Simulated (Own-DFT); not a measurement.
AlGa$_{3}$N$_{4}$ (wurtzite random alloy, strained, atoms displaced) (calculated)

All values are calculated (Own-DFT development build). A calculation, not a measurement: plane-wave PBE density functional theory by an unreviewed code, no spin, of a simulated periodic cell, stress positive in tension, free energy of the whole cell less one offset for each atom, forces on such cells passed a denser k mesh, this cell's mesh not checked; offsets are fitted by least squares, one for each functional and potential file, so energies compare only between cells with the same atoms and settings and are not formation energies; the far tail of each file's local potential was reset to the Coulomb form; each entry is a single point on an unrelaxed cell, so the pressure reflects the starting lattice, mostly measured values, from which strain is counted, and rises with the displacements; printed positions are rounded, which can move forces by about a meV/angstrom; the program is a retired in-house code; no spin-orbit coupling.

Common to all runs: functional PBE; potential files PseudoDojo norm-conserving, scalar-relativistic, standard set with the stringent files for Ga; wave cutoff 96 hartree; occupations Gaussian; smearing width 0.01 eV; k mesh 4 x 4 x 3 centred on Gamma.

(1) AlGa$_{3}$N$_{4}$ (wurtzite random alloy, strained, atoms displaced)

```
CELL_PARAMETERS angstrom
9.53300 0.00000 0.00000
-4.76650 8.25580 0.00000
0.00000 0.00000 10.26850
ATOMIC_POSITIONS crystal
Ga 0.10613 0.21886 0.99391
Ga 0.23145 0.12850 0.24512
N 0.11000 0.21753 0.18809
N 0.21874 0.11224 0.43520
Ga 0.09689 0.20417 0.49386
Ga 0.22702 0.11592 0.75374
N 0.11799 0.22580 0.68486
N 0.21336 0.11196 0.94273
Al 0.11573 0.55303 0.00374
Ga 0.21840 0.45238 0.25174
N 0.11623 0.56647 0.18548
N 0.22769 0.44845 0.43609
Ga 0.09693 0.54809 0.50158
Al 0.22481 0.44375 0.74982
N 0.11490 0.55393 0.69953
N 0.23005 0.45740 0.94918
Ga 0.11330 0.88041 0.99756
Al 0.22192 0.77142 0.24752
N 0.11231 0.89274 0.19103
N 0.22020 0.76751 0.44240
Ga 0.10839 0.87819 0.50205
Ga 0.22561 0.77633 0.74851
N 0.11545 0.88940 0.67564
N 0.21943 0.78139 0.94420
Ga 0.44003 0.23378 0.99355
Ga 0.55092 0.11752 0.25318
N 0.44390 0.21414 0.19294
N 0.56677 0.11646 0.43840
Ga 0.44295 0.22488 0.50168
Ga 0.56145 0.11712 0.74747
N 0.44563 0.22240 0.68104
N 0.55614 0.11007 0.93697
Ga 0.44269 0.55829 0.99960
Ga 0.55601 0.45286 0.25155
N 0.44100 0.55660 0.18803
N 0.56871 0.45134 0.44194
Ga 0.43947 0.55989 0.49473
Ga 0.55787 0.44498 0.75014
N 0.44340 0.55795 0.67942
N 0.55397 0.44859 0.93016
Ga 0.43873 0.89185 0.99448
Ga 0.55770 0.77933 0.26252
N 0.44892 0.89130 0.18738
N 0.54260 0.76558 0.44149
Ga 0.43985 0.88070 0.50278
Ga 0.55900 0.77847 0.74694
N 0.43791 0.88425 0.69099
N 0.55491 0.78242 0.94344
Ga 0.78115 0.22236 0.00389
Al 0.89282 0.12213 0.24208
N 0.77986 0.22138 0.18338
N 0.89648 0.11866 0.44253
Ga 0.77578 0.22255 0.49721
Ga 0.88865 0.11421 0.74998
N 0.77089 0.21685 0.69160
N 0.88952 0.10957 0.94359
Ga 0.76927 0.55629 0.99483
Al 0.89495 0.45305 0.25283
N 0.77972 0.55265 0.18800
N 0.88727 0.43835 0.43705
Ga 0.76895 0.55499 0.50055
Al 0.89706 0.44708 0.76115
N 0.77043 0.54537 0.68935
N 0.89096 0.43545 0.94386
Al 0.77591 0.88677 0.00643
Ga 0.89297 0.77215 0.24528
N 0.77863 0.89206 0.19602
N 0.88593 0.78261 0.43869
Al 0.77733 0.88056 0.50087
Al 0.88382 0.76901 0.75818
N 0.78013 0.89181 0.68360
N 0.88929 0.78231 0.93100
```

```
free energy of cell above offsets : -8.727 eV
pressure                          : 6.45 GPa
stress xx                         : -8.05 GPa
stress yy                         : -3.88 GPa
stress zz                         : -7.43 GPa
stress yz                         : -0.13 GPa
stress xz                         : -0.64 GPa
stress xy                         : -1.16 GPa
```

Force:
```
element  x (eV/Å)  y (eV/Å)  z (eV/Å)
     Ga    -0.252     1.362     1.415
     Ga    -0.294    -2.376      1.08
      N    -1.657     1.545    -0.509
      N     1.436    -0.617      0.05
     Ga     2.592     2.924      1.24
     Ga    -0.211    -0.878    -1.214
      N    -0.714     0.479      1.14
      N     1.723    -0.547    -0.828
     Al    -1.336     0.809    -0.489
     Ga       0.9    -1.099    -0.356
      N    -1.164    -1.299     0.155
      N    -1.688    -1.294     0.377
     Ga     2.103     0.138     0.777
     Al     0.332     0.247    -0.045
      N    -0.743    -1.166    -0.536
      N    -0.916    -1.893    -2.413
     Ga     -2.31     1.728     1.539
     Al     0.024     2.565     0.609
      N     1.348     -0.58    -0.325
      N    -0.524     0.373     -1.63
     Ga    -0.292     1.139    -2.647
     Ga    -1.236     0.229      0.46
      N    -1.004    -0.546     4.503
      N     1.397    -2.509    -1.418
     Ga     1.416     -1.86     1.122
     Ga     2.577    -1.641    -0.283
      N    -1.226     3.064    -1.964
      N    -2.091    -1.503     0.315
     Ga    -0.015    -0.361    -1.594
     Ga    -1.243    -1.296     0.519
      N    -0.135     0.141     2.141
      N    -0.893      1.19     0.008
     Ga     0.728     1.125     0.555
     Ga     0.431    -0.932     0.099
      N     0.509     0.095      0.37
      N     -3.28    -1.568    -1.382
     Ga     1.086    -2.468     0.918
     Ga    -1.281    -0.348    -1.949
      N    -0.138    -0.744     2.014
      N    -0.325     0.132     1.462
     Ga     1.129     0.256     1.293
     Ga    -0.416     0.481    -2.549
      N    -1.077    -0.552     0.825
      N     1.852     3.325     0.571
     Ga    -0.283     1.165    -0.143
     Ga     -0.32      0.04     0.562
      N     1.304     1.021    -0.182
      N     1.214     0.049    -0.732
     Ga    -0.883    -1.035     -0.87
     Al     0.442    -1.455     1.308
      N    -0.117     1.413      2.42
      N    -3.191    -2.922    -2.165
     Ga     1.273    -0.242     1.109
     Ga       0.6    -0.327    -0.078
      N     1.592     2.372    -0.419
      N     -0.51     -1.25    -0.631
     Ga     1.755    -0.116     0.667
     Al     0.041    -1.281    -1.015
      N    -0.079    -0.375     -0.42
      N    -1.111     1.056    -0.825
     Ga     2.812     1.362     0.708
     Al    -0.728     -0.91    -1.193
      N      2.12     1.553     1.072
      N    -0.101     2.357     -0.63
     Al    -0.444     0.427    -0.119
     Ga    -0.879     1.431     0.781
      N     0.423     0.266    -1.021
      N     0.658    -1.089    -0.187
     Al    -1.191     1.442    -0.426
     Al     0.146     0.964    -3.468
      N     0.925     -0.89      0.51
      N    -0.591    -0.298     1.961
```

(2) AlGa$_{3}$N$_{4}$ (wurtzite random alloy, strained, atoms displaced)

```
CELL_PARAMETERS angstrom
9.53300 0.00000 0.00000
-4.76650 8.25580 0.00000
0.00000 0.00000 10.26850
ATOMIC_POSITIONS crystal
Ga 0.10847 0.21908 0.99772
Ga 0.21330 0.10699 0.24876
N 0.10830 0.21874 0.18969
N 0.23026 0.12260 0.43607
Ga 0.11253 0.22855 0.49744
Ga 0.22710 0.10349 0.75007
N 0.11151 0.22257 0.68814
N 0.21008 0.11321 0.94174
Ga 0.11381 0.55153 0.00359
Ga 0.22260 0.44183 0.25007
N 0.11355 0.55534 0.19524
N 0.23051 0.44655 0.43765
Al 0.11474 0.55254 0.50481
Al 0.21795 0.44230 0.75384
N 0.09872 0.55843 0.69204
N 0.21362 0.44512 0.94210
Ga 0.11040 0.88941 0.99500
Ga 0.21394 0.76929 0.25136
N 0.10812 0.88893 0.18597
N 0.21394 0.76530 0.43802
Ga 0.12134 0.89926 0.50169
Ga 0.23357 0.79382 0.74972
N 0.11801 0.88006 0.68821
N 0.22276 0.77719 0.93527
Al 0.44560 0.22421 0.00177
Ga 0.55889 0.11356 0.25181
N 0.44643 0.23261 0.18730
N 0.54849 0.10378 0.44122
Al 0.45324 0.22503 0.50625
Ga 0.56164 0.11987 0.74934
N 0.43404 0.21940 0.68809
N 0.56442 0.12151 0.95142
Ga 0.44854 0.55842 0.00978
Al 0.54849 0.43757 0.26243
N 0.44154 0.55611 0.18879
N 0.55572 0.44213 0.43608
Ga 0.44041 0.55504 0.49978
Al 0.55231 0.44087 0.75085
N 0.45068 0.56506 0.68655
N 0.55197 0.44802 0.94373
Al 0.45116 0.89514 0.99784
Ga 0.54837 0.78005 0.24966
N 0.44568 0.89308 0.18030
N 0.54980 0.77249 0.44827
Al 0.44590 0.88361 0.50040
Ga 0.55502 0.77137 0.75399
N 0.45456 0.89008 0.67133
N 0.54188 0.77011 0.94204
Ga 0.77168 0.22210 0.99727
Ga 0.87847 0.10538 0.25156
N 0.77314 0.21488 0.18591
N 0.88905 0.11616 0.43804
Ga 0.77073 0.21896 0.49875
Ga 0.89520 0.11944 0.74661
N 0.77957 0.21987 0.69350
N 0.87737 0.10929 0.93362
Ga 0.77893 0.56041 0.99663
Ga 0.88200 0.45046 0.24899
N 0.76321 0.54702 0.18608
N 0.89320 0.44462 0.43746
Al 0.77666 0.55659 0.50239
Ga 0.88212 0.44206 0.75044
N 0.78587 0.56380 0.68501
N 0.89279 0.44517 0.94546
Ga 0.77761 0.89193 0.00314
Ga 0.88043 0.76598 0.24214
N 0.77833 0.89286 0.18788
N 0.89683 0.78248 0.44148
Ga 0.77138 0.89353 0.50323
Ga 0.88779 0.77917 0.75332
N 0.77478 0.88947 0.69426
N 0.88548 0.77961 0.93055
```

```
free energy of cell above offsets : -9.965 eV
pressure                          : 5.59 GPa
stress xx                         : -4.44 GPa
stress yy                         : -4.69 GPa
stress zz                         : -7.63 GPa
stress yz                         : -0.2 GPa
stress xz                         : 0.02 GPa
stress xy                         : 0.65 GPa
```

Force:
```
element  x (eV/Å)  y (eV/Å)  z (eV/Å)
     Ga    -2.214     0.926     0.817
     Ga     1.058     0.448    -0.006
      N    -0.879     0.233    -0.224
      N      0.84    -0.276     1.075
     Ga     0.374    -0.727     0.235
     Ga    -2.615    -0.234     0.515
      N     0.902     0.854      0.21
      N     3.588    -0.396    -0.968
     Ga    -1.276     1.231     0.289
     Ga    -0.371    -0.345    -0.146
      N    -0.824    -0.881    -0.982
      N    -1.986     0.125      0.41
     Al    -0.939     0.002    -0.206
     Al    -0.289     0.877     -0.31
      N     2.925    -0.429    -0.773
      N     2.335    -0.846    -1.372
     Ga     0.184    -0.335     0.496
     Ga     0.328      1.58    -0.158
      N     0.086    -0.896    -0.162
      N     1.259     1.179     0.841
     Ga    -0.228    -0.857    -0.893
     Ga     2.025    -2.545    -0.001
      N    -2.724     2.004    -0.142
      N     0.807     1.113     0.937
     Al    -0.757      0.39     0.536
     Ga    -1.227    -0.174    -0.577
      N     0.038    -0.932    -0.021
      N    -0.394     0.069     0.385
     Al    -1.243    -0.405     -1.66
     Ga     -0.03    -1.484     0.375
      N     2.322     1.845    -0.111
      N    -3.497    -2.173    -2.349
     Ga    -1.165    -0.695    -1.357
     Al    -0.405      0.66    -2.682
      N      1.18    -0.249     2.041
      N     0.871    -0.058     2.167
     Ga     1.264    -0.177     0.487
     Al    -0.269     1.297     0.074
      N    -0.255    -3.305     0.987
      N     0.763    -1.422    -1.872
     Al    -0.965    -0.562     0.047
     Ga     0.621    -0.184     0.338
      N      -0.6     -0.24     0.734
      N    -0.095     1.118     -1.92
     Al    -1.384    -0.136    -2.053
     Ga    -0.478     1.471     0.031
      N    -0.732     0.641     3.674
      N     0.544     1.554     -0.07
     Ga     2.466     1.252     1.138
     Ga     1.006     1.175    -0.235
      N    -0.071     1.387     0.538
      N     -0.13    -0.488     0.515
     Ga     0.528     0.785     0.122
     Ga     0.175    -1.519     0.647
      N    -1.114     0.826     -1.13
      N     1.079     0.163     0.639
     Ga     0.161    -0.744      0.05
     Ga      1.46     -1.27     0.063
      N    -0.441      0.18     0.305
      N    -0.839     0.347     0.963
     Al      0.87     0.754    -0.868
     Ga      0.54     0.654     0.621
      N    -1.944    -1.921     0.352
      N    -1.065     0.305     -0.73
     Ga    -0.607    -0.108     -1.09
     Ga     0.016     1.479      1.58
      N    -0.159    -1.532     0.383
      N    -1.136    -0.874    -0.262
     Ga      1.59    -0.527         0
     Ga     0.316     0.439    -2.152
      N     0.656     0.504    -0.535
      N     0.167     0.077     2.401
```

(3) AlGa$_{3}$N$_{4}$ (wurtzite random alloy, strained, atoms displaced)

```
CELL_PARAMETERS angstrom
9.53300 0.00000 0.00000
-4.76650 8.25580 0.00000
0.00000 0.00000 10.26850
ATOMIC_POSITIONS crystal
Ga 0.11270 0.22738 0.99892
Ga 0.22325 0.11432 0.24395
N 0.11322 0.21957 0.19016
N 0.21870 0.11334 0.44576
Ga 0.10593 0.21707 0.49841
Ga 0.22330 0.11298 0.74600
N 0.11106 0.22848 0.68381
N 0.21221 0.10213 0.94008
Al 0.10931 0.55517 0.99702
Ga 0.21265 0.43635 0.24931
N 0.11899 0.55092 0.18983
N 0.21077 0.43188 0.44128
Al 0.11412 0.56052 0.50171
Ga 0.21831 0.44168 0.73909
N 0.10787 0.55786 0.69390
N 0.21777 0.44193 0.93932
Ga 0.10603 0.88824 0.99751
Ga 0.22102 0.76925 0.24927
N 0.11071 0.89080 0.19426
N 0.22696 0.78272 0.43409
Ga 0.10959 0.89275 0.49978
Ga 0.22987 0.78425 0.74546
N 0.11290 0.89306 0.68636
N 0.21900 0.78157 0.93936
Ga 0.44395 0.21940 0.00360
Ga 0.54851 0.10073 0.24882
N 0.45020 0.22119 0.18642
N 0.55223 0.10894 0.43159
Al 0.44268 0.22562 0.50598
Ga 0.54714 0.10809 0.74767
N 0.44020 0.21637 0.68873
N 0.56210 0.12009 0.93288
Ga 0.44750 0.56295 0.99531
Al 0.55774 0.43670 0.25701
N 0.45034 0.55859 0.18970
N 0.56047 0.45036 0.44324
Ga 0.45354 0.55807 0.50261
Al 0.55489 0.44286 0.75469
N 0.43004 0.55636 0.68856
N 0.55089 0.44899 0.92920
Al 0.43612 0.88900 0.00798
Al 0.54794 0.77367 0.25123
N 0.44768 0.89094 0.19053
N 0.55418 0.77661 0.43519
Ga 0.44689 0.89021 0.50387
Ga 0.55716 0.78613 0.74941
N 0.43770 0.88663 0.68430
N 0.54976 0.77516 0.93417
Al 0.77742 0.22273 0.99405
Ga 0.89700 0.10642 0.24760
N 0.77528 0.22492 0.19237
N 0.89119 0.10969 0.43929
Ga 0.77830 0.22355 0.49586
Ga 0.89421 0.11597 0.73655
N 0.77665 0.22362 0.68703
N 0.88044 0.11115 0.94013
Ga 0.77800 0.55540 0.99663
Ga 0.89635 0.44163 0.25351
N 0.78215 0.55045 0.17611
N 0.88812 0.44833 0.44186
Ga 0.78476 0.56170 0.49809
Ga 0.88542 0.44276 0.74575
N 0.78954 0.55297 0.68974
N 0.89793 0.44391 0.94171
Ga 0.78312 0.88884 0.00495
Al 0.88215 0.76679 0.25487
N 0.78041 0.88163 0.18631
N 0.88560 0.77485 0.44175
Ga 0.77926 0.88967 0.50208
Ga 0.89822 0.78217 0.75339
N 0.77303 0.89139 0.69095
N 0.89128 0.77459 0.94868
```

```
stress yy : ?
```

Question: Estimate the stress yy of AlGa$_{3}$N$_{4}$ (wurtzite random alloy, strained, atoms displaced) (entry 3).
Answer: -6.18 GPa

Question: Give the table of force values for AlGa$_{3}$N$_{4}$ (wurtzite random alloy, strained, atoms displaced) (entry 3).
Answer: 
Force:
```
element  x (eV/Å)  y (eV/Å)  z (eV/Å)
     Ga    -0.566    -0.915    -0.283
     Ga     0.979    -0.754     1.293
      N    -0.244     0.308    -0.781
      N     1.811     0.412    -0.979
     Ga     0.191     0.525    -0.013
     Ga    -0.901     0.058     0.908
      N     0.863    -1.362     0.445
      N     0.547      1.72    -0.618
     Al     0.793     0.234      0.09
     Ga     2.304     0.538     0.863
      N    -1.655     0.651    -1.611
      N    -0.109     2.404      -0.1
     Al     0.121    -0.388    -0.036
     Ga    -1.117     0.669     1.986
      N     0.427      0.36    -1.809
      N     -0.19     1.159    -0.443
     Ga     0.887    -0.137     1.615
     Ga    -0.661       1.1    -0.197
      N    -0.316    -1.219    -0.131
      N    -0.419    -1.252     1.462
     Ga     0.738    -0.399    -0.736
     Ga    -1.597    -1.326     1.211
      N     0.159    -0.154     0.298
      N     1.388    -0.636       0.4
     Ga    -0.499     0.612    -1.445
     Ga     0.791     1.769     0.082
      N    -0.912     0.795     1.107
      N    -0.742     0.897     2.128
     Al     0.361    -0.524    -1.269
     Ga     1.363     0.229     0.131
      N    -0.114     2.095    -0.531
      N    -0.192    -1.513     1.422
     Ga    -0.558    -1.178     0.799
     Al    -0.242      1.12    -1.497
      N     0.324    -0.764     0.566
      N     0.496    -1.828    -0.716
     Ga     -1.97    -0.191     -0.37
     Al    -0.136     0.434    -1.996
      N      3.48     0.515         0
      N     0.925    -0.767     1.259
     Al     0.988     0.199    -1.643
     Al     1.246     0.183     -0.51
      N      0.29    -1.864    -1.049
      N     0.189     0.323     0.043
     Ga    -0.161     0.043    -1.842
     Ga    -0.375    -1.136      0.27
      N      1.26     1.007     0.672
      N    -0.542     1.967     1.153
     Al     0.089      0.44     1.102
     Ga    -1.916    -0.283     0.011
      N     1.077    -1.139    -1.295
      N    -0.921    -0.426    -0.346
     Ga    -0.362    -0.282    -0.099
     Ga    -1.017     -0.25     2.154
      N    -0.381    -0.697    -0.471
      N     0.939    -0.004    -0.536
     Ga     0.213    -1.197    -0.768
     Ga    -0.908     0.185    -0.791
      N    -0.985     0.287     3.735
      N     1.578     0.268     -0.15
     Ga    -0.249     -0.94     1.185
     Ga     1.718    -0.583     1.583
      N     -3.88     1.121    -0.122
      N    -1.078    -0.484    -0.426
     Ga    -1.149     0.197    -1.315
     Al      0.52     0.555    -1.268
      N    -0.791    -0.488      2.07
      N     0.117     0.864    -1.185
     Ga    -0.622    -0.265    -0.422
     Ga    -1.016    -0.734      0.24
      N     1.435    -0.396    -0.391
      N    -1.114     0.232    -2.093
```

Further results for AlGa$_{3}$N$_{4}$ (wurtzite random alloy, strained, atoms displaced) (entry 3):

```
free energy of cell above offsets : -10.062 eV
pressure                          : 5.81 GPa
stress xx                         : -4.77 GPa
stress zz                         : -6.5 GPa
stress yz                         : 0.26 GPa
stress xz                         : 0.24 GPa
stress xy                         : 0.33 GPa
```
